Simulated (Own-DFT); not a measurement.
# Response to strain: wurtzite AlN, 128 atoms (Al64N64)

These are calculations, not measurements. The program, named Own-DFT, is a retired in-house plane-wave density functional code that no person has reviewed. Each row is one single-point run on a periodic cell that was not relaxed, without spin or spin-orbit coupling.

Settings of every run: PBE; PseudoDojo norm-conserving scalar-relativistic files; cutoff 42 hartree; 2 x 2 x 2 k mesh centred on Gamma; Fermi-Dirac smearing of 0.1 eV.

Known limits: forces on such cells passed a denser k mesh, each cell not checked; stress not checked against mesh or cutoff.

Unstrained cell vectors in Å: (12.448, 0.000, 0.000); (-6.224, 10.780, 0.000); (0.000, 0.000, 9.964). The unstrained cell has measured lattice constants (interpolated for alloys), not those of this functional. That, the random moves and any unrelaxed bonds set the pressure at no strain. Each run strains this cell uniformly, with the atoms carried along. Every atom was also moved at random, by a Gaussian of width 0.05 Å on each axis. Strain is the symmetric tensor, in per cent. Stress is positive in tension, and the pressure is minus a third of its trace.

```
run  e_xx (%)  e_yy (%)  e_zz (%)  e_yz (%)  e_xz (%)  e_xy (%)  s_xx (GPa)  s_yy (GPa)  s_zz (GPa)  s_yz (GPa)  s_xz (GPa)  s_xy (GPa)  P (GPa)  E (meV/atom)
  1     -0.31      1.82     -0.68     -1.77     -1.24      0.66       -5.76        1.13       -7.23       -4.15       -3.97        4.04     3.95          20.5
  2      0.08     -0.05     -1.32      0.33      1.13      0.17       -4.47       -9.21      -11.04        1.12        3.13        0.45     8.24          20.0
  3      0.28     -0.11      0.71     -1.98      0.40     -0.42       -3.90       -4.88       -2.78       -4.91        0.83       -1.76     3.85           9.8
  4      0.10     -0.04     -0.50     -0.05     -0.67     -0.40       -6.94       -6.00       -6.00       -0.18       -1.44       -1.05     6.31          11.0
  5     -1.35      1.59     -0.05     -1.94      0.89     -0.63       -9.94       -1.26       -4.43       -5.55        2.54       -0.92     5.21          18.3
  6      1.42     -1.67      0.55     -0.71     -1.61      0.50        0.68      -13.06       -4.70       -2.38       -4.14        2.17     5.69          29.6
  7     -0.56     -0.89      0.10      2.00     -0.80     -1.60       -9.16       -9.80       -7.60        4.54       -2.24       -5.52     8.85          40.2
  8      1.01     -0.49      1.23     -0.02     -1.88      0.99       -2.22       -5.60        0.52       -0.41       -4.93        3.80     2.43          20.6
  9      1.00      0.06      1.62      0.99     -0.26      0.91       -1.01       -3.76        2.44        1.82       -0.74        4.13     0.77          22.0
 10     -1.96     -0.29     -0.13     -1.41      1.24     -0.88      -17.75       -9.11       -7.00       -3.98        3.14       -4.16    11.28          34.8
 11      0.95     -1.95      1.60     -0.84     -1.54      0.81       -2.36      -13.20        0.72       -2.05       -3.41        1.97     4.95          28.7
 12      0.42      0.66      1.32     -0.10      0.87      0.32       -1.10       -2.89        2.13       -0.14        2.34        0.99     0.62           0.0
 13      1.41     -1.61     -0.77      0.39     -1.41     -1.57       -3.35      -13.57       -8.14        1.61       -4.73       -5.98     8.35          39.1
 14     -1.98     -0.49     -1.78      0.04     -1.65      0.86      -17.86      -12.13      -15.93       -0.17       -5.27        2.61    15.30          38.9
 15     -0.68      0.87     -0.03     -0.98      1.34     -1.30           ?           ?           ?           ?           ?           ?        ?             ?
```

E is the free energy for each atom above the lowest run shown.

## Worked fit

Each stress component was fitted by least squares to a constant and the strains of the runs shown, as fractions, with shears doubled. Shear strains stay in the fit of a normal stress only where such slopes are resolved. The slopes, in GPa:

```
stress  at no strain  per e_xx  per e_yy  per e_zz  scatter
  s_xx          -6.0  507 ± 43  143 ± 38   59 ± 41     1.36
  s_yy          -6.5   64 ± 29  441 ± 26  115 ± 28     0.93
  s_zz          -5.3   89 ± 30  114 ± 27  434 ± 29     0.96
```

Each shear stress against twice its own strain: yz 122 ± 5, xz 141 ± 8, xy 171 ± 9 GPa. These are stiffnesses along x, y and z of the frame in which the cell vectors are given, which need not be the crystal's axes. The atoms are held to the strained lattice; where symmetry lets them move under strain, relaxing them would lower some slopes. The table should be nearly symmetric about its diagonal, and what it lacks of that shows the noise. A ninth of its sum, 218 ± 5 GPa, estimates the bulk modulus near the mean pressure of these runs, 6.1 GPa, so it lies above the value at zero pressure.

## Withheld run

Question: what normal stresses and pressure should run 15 give?

The fit gives s_xx = -8.2, s_yy = -3.1, s_zz = -5.0 and P = 5.4 GPa. The calculation gave -9.62, -3.84, -4.18 and P = 5.88 GPa.
